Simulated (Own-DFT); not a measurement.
# One host, several defects: C40 NbSi2

Everything here is calculated. The program is Own-DFT (plane waves, in-house, since retired, never reviewed by a person); positions were held fixed, and spin and spin-orbit coupling were off.

Method: PBE; PseudoDojo norm-conserving scalar-relativistic files; cutoff 42 hartree; 4 x 4 x 5 k mesh centred on Gamma; cold (Marzari-Vanderbilt) smearing of 0.2 eV.

Caveats: forces on such cells failed a check on a denser k mesh; stress not checked against mesh or cutoff.

All runs share one cell, with vectors in Å (0.000, 8.324, 0.000); (-9.613, 0.000, 0.000); (0.000, 0.000, 6.586) and a volume of 527.0 Å³. Atoms were moved at random from their sites; u is the rms move along one axis. The defect's site can differ from row to row.

```
                    cell   formula   u (Å)  P (GPa)
               no defect  Nb12Si24  0.0200     1.52
               no defect  Nb12Si24  0.0212     1.51
               no defect  Nb12Si24  0.0530     2.82
          one Si vacancy  Nb12Si23  0.0273     0.83
          one Si vacancy  Nb12Si23  0.0297     0.95
          one Si vacancy  Nb12Si23  0.0480     1.70
two Si on a Nb site each  Nb10Si26  0.0281     1.66
two Si on a Nb site each  Nb10Si26  0.0296     1.62
two Si on a Nb site each  Nb10Si26  0.0515     2.43
        two Nb vacancies  Nb10Si24  0.0297    -0.16
        two Nb vacancies  Nb10Si24  0.0465     0.43
        two Nb vacancies  Nb10Si24  0.0481     0.38
two Nb on a Si site each  Nb14Si22  0.0287     7.48
two Nb on a Si site each  Nb14Si22  0.0292     7.32
two Nb on a Si site each  Nb14Si22  0.0455     8.48
two Nb on a Si site each  Nb14Si22  0.0459        ?
```

## Analysis

P = P0 + c u² + a shift for each defect gives P0 = 1.29 GPa, c = 537 ± 46 GPa/Å² and a scatter of 0.14 GPa. The shifts, and each times the cell's volume:

- two Nb on a Si site each: 5.80 ± 0.12 GPa, 19.1 eV (9.5 eV for each of its 2 sites)
- two Si on a Nb site each: -0.16 ± 0.12 GPa, -0.5 eV (-0.3 eV for each of its 2 sites) (not resolved)
- one Si vacancy: -0.83 ± 0.12 GPa, -2.7 eV
- two Nb vacancies: -2.03 ± 0.12 GPa, -6.7 eV (-3.3 eV for each of its 2 sites)

A positive shift means that the defect pushes the cell outwards. Shift times volume (160.2 GPa Å³ is 1 eV) depends little on the cell's size, so, taken for each site, it can be compared between cells at like pressure. The atoms around the defects weren't relaxed, which would change these numbers.

## Withheld run

Asked: what pressure belongs in the blank (two Nb on a Si site each, u = 0.0459 Å)?

The fitted form gives 8.22 ± 0.17 GPa. The run itself gave 8.45 GPa.
